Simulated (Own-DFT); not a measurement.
# How strain changes the stress of C40 NbSi2, 36 atoms (Nb12Si24)

All numbers below are calculated, not measured. The program, named Own-DFT, is a retired in-house plane-wave density functional code that no person has reviewed. Each row is one single-point run on a periodic cell that was not relaxed, without spin or spin-orbit coupling.

Settings of every run: PBE; PseudoDojo norm-conserving scalar-relativistic files; cutoff 42 hartree; 4 x 4 x 5 k mesh centred on Gamma; cold (Marzari-Vanderbilt) smearing of 0.2 eV.

Known limits: forces on such cells failed a check on a denser k mesh; stress not checked against mesh or cutoff.

Unstrained cell vectors in Å: (0.000, 8.324, 0.000); (-9.613, 0.000, 0.000); (0.000, 0.000, 6.586). The unstrained cell was taken from the Materials Project. The random moves and any unrelaxed bonds add to the pressure at no strain. Each run strains this cell uniformly, with the atoms carried along. Every atom was also moved at random, by a Gaussian of width 0.05 Å on each axis. Strain is the symmetric tensor, in per cent. Stress is positive in tension, and the pressure is minus a third of its trace.

```
run  e_xx (%)  e_yy (%)  e_zz (%)  e_yz (%)  e_xz (%)  e_xy (%)  s_xx (GPa)  s_yy (GPa)  s_zz (GPa)  s_yz (GPa)  s_xz (GPa)  s_xy (GPa)  P (GPa)  E (meV/atom)
  1     -0.21      0.10     -0.63      0.14     -0.47     -0.67       -3.48       -2.43       -6.46        0.68       -1.53       -1.63     4.12           0.0
  2     -0.17     -0.77     -0.62     -1.47      1.69     -0.95       -4.81       -5.59       -8.10       -5.13        6.02       -2.54     6.17          22.7
  3     -0.89      0.32     -1.95      1.50     -1.14      1.94       -7.89       -3.90      -14.24        6.01       -3.94        6.09     8.68          39.4
  4     -1.31      1.58      0.65     -1.67      0.85      0.55       -5.44        2.33       -1.02       -5.57        3.00        2.09     1.38          17.8
  5     -1.58      0.09     -1.29      0.22     -0.28      0.41       -9.73       -3.76      -11.11        0.74       -0.58        1.12     8.20          11.7
  6     -1.25      0.51      1.78      1.32     -1.00     -1.63       -5.65       -0.40        3.65        4.46       -2.18       -4.93     0.80          18.1
  7      1.06     -1.64     -0.26      0.87     -0.90      0.80       -0.48       -7.25       -5.69        3.60       -2.92        3.00     4.47          11.6
  8     -1.30      0.41      0.46      1.28      1.43     -0.14       -7.33       -1.52       -2.35        4.27        4.35       -0.38     3.73          19.4
  9     -2.00     -1.33      0.61      1.94      0.46      1.35      -11.03       -8.37       -4.24        6.42        1.42        4.38     7.88          30.1
 10      0.86      1.46     -0.25      1.82      0.83      0.51        1.78        2.72       -3.29        5.83        2.67        1.49    -0.41          10.5
 11      0.33     -1.14      1.58      0.17      0.48      0.85       -0.35       -5.31        2.68        0.54        1.12        2.46     0.99           2.6
 12     -0.24      0.52     -0.25     -1.39      1.46      1.91       -3.64       -1.64       -5.47       -3.81        5.12        5.10     3.58          33.3
 13      0.02     -0.07      0.96     -1.96      1.34      0.68       -1.92       -1.91        0.23       -6.13        3.62        1.81     1.20          13.7
 14     -1.85     -1.61      0.77     -0.68      0.97      1.69      -10.17      -10.48       -2.53       -2.81        3.03        5.60     7.73          22.7
 15      1.48     -1.07     -1.50     -1.88      0.95      0.31        0.95       -6.56      -10.82       -5.96        2.48        1.05     5.47          19.6
 16     -0.28      0.39      1.17     -1.44      1.64     -1.58           ?           ?           ?           ?           ?           ?        ?             ?
```

E is the free energy for each atom above the lowest run shown.

## Worked fit

Each stress component was fitted by least squares to a constant and the strains of the runs shown, as fractions, with shears doubled. Shear strains stay in the fit of a normal stress only where such slopes are resolved. The slopes, in GPa:

```
stress  at no strain  per e_xx  per e_yy  per e_zz  scatter
  s_xx          -2.6   389 ± 9    84 ± 9    96 ± 9     0.35
  s_yy          -2.6   82 ± 14  357 ± 14   68 ± 14     0.55
  s_zz          -4.1   78 ± 10   75 ± 11  474 ± 10     0.40
```

Each shear stress against twice its own strain: yz 163 ± 4, xz 156 ± 8, xy 147 ± 5 GPa. These are stiffnesses along x, y and z of the frame in which the cell vectors are given, which need not be the crystal's axes. The atoms are held to the strained lattice; where symmetry lets them move under strain, relaxing them would lower some slopes. The table should be nearly symmetric about its diagonal, and what it lacks of that shows the noise. A ninth of its sum, 189 ± 7 GPa, estimates the bulk modulus near the mean pressure of these runs, 4.3 GPa, so it lies above the value at zero pressure.

## Withheld run

Question: what normal stresses and pressure should run 16 give?

The fit gives s_xx = -2.3, s_yy = -0.6, s_zz = 1.5 and P = 0.5 GPa. The calculation gave -2.49, -0.58, 1.47 and P = 0.53 GPa.
